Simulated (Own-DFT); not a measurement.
# How strain changes the stress of diamond-structure SiGeSn with randomly placed atoms, 64 atoms (Ge44Si16Sn4)

All numbers below are calculated, not measured. The program, named Own-DFT, is a retired in-house plane-wave density functional code that no person has reviewed. Each row is one single-point run on a periodic cell that was not relaxed, without spin or spin-orbit coupling.

Settings of every run: PBE; PseudoDojo norm-conserving scalar-relativistic files; cutoff 49 hartree; 3 x 3 x 3 k mesh centred on Gamma; Fermi-Dirac smearing of 0.1 eV.

Known limits: forces on such cells moved up to 12 meV/angstrom on a denser k mesh; stress not checked against mesh or cutoff.

Unstrained cell vectors in Å: (11.306, 0.000, 0.000); (0.000, 11.306, 0.000); (0.000, 0.000, 11.306). The unstrained cell has measured lattice constants (interpolated for alloys), not those of this functional. That, the random moves and any unrelaxed bonds set the pressure at no strain. Each run strains this cell uniformly, with the atoms carried along. Every atom was also moved at random, by a Gaussian of width 0.05 Å on each axis. The random placing of the alloy's atoms differs from row to row. Strain is the symmetric tensor, in per cent. Stress is positive in tension, and the pressure is minus a third of its trace.

| run | e_xx (%) | e_yy (%) | e_zz (%) | s_xx (GPa) | s_yy (GPa) | s_zz (GPa) | P (GPa) | E (meV/atom) |
|---|---|---|---|---|---|---|---|---|
| 1 | -1.50 | -1.50 | 0.00 | -7.65 | -7.55 | -6.48 | 7.23 | 64.4 |
| 2 | -2.50 | -2.50 | 0.00 | -9.57 | -9.72 | -7.75 | 9.01 | 75.3 |
| 3 | -0.50 | -0.50 | 0.00 | -5.10 | -5.13 | -4.80 | 5.01 | 18.2 |
| 4 | 0.25 | 0.25 | 0.00 | -3.68 | -3.60 | -3.80 | 3.69 | 4.3 |
| 5 | 2.00 | 2.00 | 0.00 | -0.85 | -0.98 | -2.15 | 1.33 | 0.0 |
| 6 | 1.25 | 1.25 | 0.00 | -2.29 | -2.07 | -3.16 | 2.51 | 18.1 |
| 7 | 0.50 | 0.50 | 0.00 | -3.23 | -3.35 | -3.70 | 3.42 | 7.5 |
| 8 | -0.75 | -0.75 | 0.00 | -5.83 | -5.79 | -5.32 | 5.65 | 35.0 |
| 9 | -2.25 | -2.25 | 0.00 | ? | ? | ? | ? | ? |

E is the free energy for each atom above the lowest run shown.

## Worked fit

The change of volume is close to e_xx + e_yy + e_zz. A straight line through the runs shown gives P = 4.48 - 86 x (fractional change of volume) GPa, with an error of 4 on the slope and a scatter of 0.30 GPa. The strain isn't the same on all axes, but the crystal is cubic, so the slope still estimates the bulk modulus, averaged over pressures from 1.3 to 9.0 GPa.

## Withheld run

Question: what pressure should run 9 give? Its volume changes by -4.45 %.

The line gives 8.3 GPa. The calculation gave 8.24 GPa.
